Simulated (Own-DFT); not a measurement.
# Response to strain: hcp Hf, 36 atoms (Hf36)

All numbers below are calculated, not measured. The program, named Own-DFT, is a retired in-house plane-wave density functional code that no person has reviewed. Each row is one single-point run on a periodic cell that was not relaxed, without spin or spin-orbit coupling.

Settings of every run: PBE; PseudoDojo norm-conserving scalar-relativistic files; cutoff 42 hartree; 4 x 4 x 4 k mesh centred on Gamma; cold (Marzari-Vanderbilt) smearing of 0.2 eV.

Known limits: hafnium file: forces about 75 meV/angstrom off all-electron values; forces on such cells passed a denser k mesh, each cell not checked; stress not checked against mesh or cutoff.

Unstrained cell vectors in Å: (9.589, 0.000, 0.000); (-4.795, 8.304, 0.000); (0.000, 0.000, 10.102). The unstrained cell has measured lattice constants (interpolated for alloys), not those of this functional. That, the random moves and any unrelaxed bonds set the pressure at no strain. Each run strains this cell uniformly, with the atoms carried along. Every atom was also moved at random, by a Gaussian of width 0.05 Å on each axis. Strain is the symmetric tensor, in per cent. Stress is positive in tension, and the pressure is minus a third of its trace.

```
run,e_xx (%),e_yy (%),e_zz (%),e_yz (%),e_xz (%),e_xy (%),s_xx (GPa),s_yy (GPa),s_zz (GPa),s_yz (GPa),s_xz (GPa),s_xy (GPa),P (GPa),E (meV/atom)
1,0.36,1.49,0.22,-1.03,0.83,-1.82,0.39,1.90,0.34,-0.87,0.91,-2.15,-0.88,3.3
2,-1.75,1.20,0.83,-1.98,1.24,-0.03,-3.73,0.63,-0.67,-1.98,1.32,0.11,1.26,23.6
3,-1.11,1.33,-0.68,0.47,-0.81,1.73,-3.01,-0.38,-2.84,0.53,-0.82,2.11,2.08,9.9
4,-1.66,-0.72,1.46,0.06,-1.59,-0.82,-3.91,-3.12,-0.50,-0.01,-1.55,-1.47,2.51,18.3
5,-0.02,1.01,-0.64,-0.60,1.82,-0.47,-0.82,-0.11,-2.25,-0.66,1.79,-0.45,1.06,2.9
6,-1.69,1.43,0.49,0.64,-1.79,0.36,-3.41,0.75,-0.75,0.59,-1.86,0.61,1.13,6.1
7,-0.55,1.14,0.95,0.83,-1.29,0.03,-0.99,1.24,0.36,0.90,-1.22,0.17,-0.20,12.8
8,-1.67,1.11,0.90,0.32,0.83,0.77,-3.55,0.74,-0.06,0.34,0.86,1.03,0.96,5.5
9,-1.26,-0.99,0.22,1.37,-1.11,0.38,-4.51,-3.60,-2.89,1.33,-1.18,0.61,3.67,11.7
10,1.74,0.08,-1.47,-0.94,-1.81,0.20,1.41,-1.24,-3.40,-1.08,-1.85,-0.20,1.08,7.2
11,-0.18,0.69,-0.63,0.04,0.20,1.38,-1.57,-0.71,-2.53,0.09,0.25,1.64,1.60,5.5
12,0.55,0.20,-1.33,-1.64,0.15,-1.25,-0.90,-1.72,-3.88,-1.78,0.09,-1.60,2.17,8.6
13,1.75,-0.69,-1.13,1.35,0.59,0.51,0.56,-1.84,-3.08,1.45,0.63,0.50,1.45,0.0
14,-1.76,-1.12,0.75,-1.53,-1.13,0.98,-5.07,-4.47,-2.25,-1.43,-1.08,1.03,3.93,22.6
15,0.88,-0.08,0.74,-1.72,-1.20,0.73,0.61,-0.40,0.22,-1.57,-1.12,1.18,-0.14,15.5
16,1.99,-1.97,0.80,1.17,1.84,-1.07,?,?,?,?,?,?,?,?
```

E is the free energy for each atom above the lowest run shown.

## Worked fit

Each stress component was fitted by least squares to a constant and the strains of the runs shown, as fractions, with shears doubled. Shear strains stay in the fit of a normal stress only where such slopes are resolved. The slopes, in GPa:

| stress | at no strain | per e_xx | per e_yy | per e_zz | scatter |
|---|---|---|---|---|---|
| s_xx | -1.4 | 192 ± 6 | 67 ± 6 | 56 ± 9 | 0.21 |
| s_yy | -1.3 | 72 ± 9 | 195 ± 9 | 80 ± 12 | 0.31 |
| s_zz | -1.7 | 69 ± 5 | 74 ± 5 | 195 ± 7 | 0.17 |

Each shear stress against twice its own strain: yz 50 ± 1, xz 51 ± 1, xy 64 ± 4 GPa. These are stiffnesses along x, y and z of the frame in which the cell vectors are given, which need not be the crystal's axes. The atoms are held to the strained lattice; where symmetry lets them move under strain, relaxing them would lower some slopes. The table should be nearly symmetric about its diagonal, and what it lacks of that shows the noise. A ninth of its sum, 111 ± 2 GPa, estimates the bulk modulus near the mean pressure of these runs, 1.4 GPa.

## Withheld run

Question: what normal stresses and pressure should run 16 give?

The fit gives s_xx = 1.6, s_yy = -3.1, s_zz = -0.2 and P = 0.6 GPa. The calculation gave 1.69, -3.38, -0.10 and P = 0.60 GPa.
